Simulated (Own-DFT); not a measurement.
# One host, several defects: zincblende GaAs

No measurement is shown. These are fixed-geometry runs of a retired plane-wave code named Own-DFT, which no person has reviewed; spin and spin-orbit coupling are neglected.

Settings: PBE; PseudoDojo norm-conserving scalar-relativistic files; cutoff 42 hartree; 3 x 3 x 3 k mesh centred on Gamma; Fermi-Dirac smearing of 0.1 eV.

Caveats (not all hold for every row): not probed for a lower state with spin; forces not confirmed at this smearing and k mesh; stress not checked against mesh or cutoff.

All runs share one cell, with vectors in Å (10.862, 0.000, 0.000); (0.000, 10.862, 0.000); (0.000, 0.000, 11.796) and a volume of 1391.7 Å³, strained against the parent crystal. The atoms are randomly displaced, by u rms on each axis. The defect's site can differ from row to row.

| cell | formula | u (Å) | P (GPa) |
|---|---|---|---|
| no defect | As32Ga32 | 0.0329 | 6.69 |
| no defect | As32Ga32 | 0.0472 | 6.93 |
| no defect | As32Ga32 | 0.0509 | 7.14 |
| one Al on a Ga site | AlAs32Ga31 | 0.0285 | 6.62 |
| one Al on a Ga site | AlAs32Ga31 | 0.0492 | 6.99 |
| one Al on a Ga site | AlAs32Ga31 | 0.0520 | 7.10 |
| one As vacancy and one Ga vacancy | As31Ga31 | 0.0281 | 6.01 |
| one As vacancy and one Ga vacancy | As31Ga31 | 0.0311 | 6.06 |
| one As vacancy and one Ga vacancy | As31Ga31 | 0.0540 | 6.44 |
| one In on a Ga site | As32Ga31In | 0.0293 | ? |
| one In on a Ga site | As32Ga31In | 0.0303 | 7.47 |
| one In on a Ga site | As32Ga31In | 0.0315 | 7.43 |
| one In on a Ga site | As32Ga31In | 0.0315 | 7.49 |
| one P on an As site | As31Ga32P | 0.0302 | 6.43 |
| one P on an As site | As31Ga32P | 0.0319 | 6.37 |
| one P on an As site | As31Ga32P | 0.0484 | 6.70 |

## What the rows give

P = P0 + c u² + a shift for each defect gives P0 = 6.48 GPa, c = 226 ± 17 GPa/Å² and a scatter of 0.05 GPa. The shifts, and each times the cell's volume:

- one In on a Ga site: 0.77 ± 0.04 GPa, 6.7 eV
- one Al on a Ga site: -0.02 ± 0.04 GPa, -0.2 eV (not resolved)
- one P on an As site: -0.30 ± 0.04 GPa, -2.6 eV
- one As vacancy and one Ga vacancy: -0.66 ± 0.04 GPa, -5.7 eV

Against the defect-free cell, a freed cell would be larger where the shift is positive and smaller where it is negative (160.2 GPa Å³ is 1 eV). The atoms around the defects weren't relaxed, which would change these numbers.

## Test on the hidden row

Question: what pressure belongs in the blank (one In on a Ga site, u = 0.0293 Å)?

The fit gives 7.44 ± 0.05 GPa. The calculation gave 7.37 GPa.
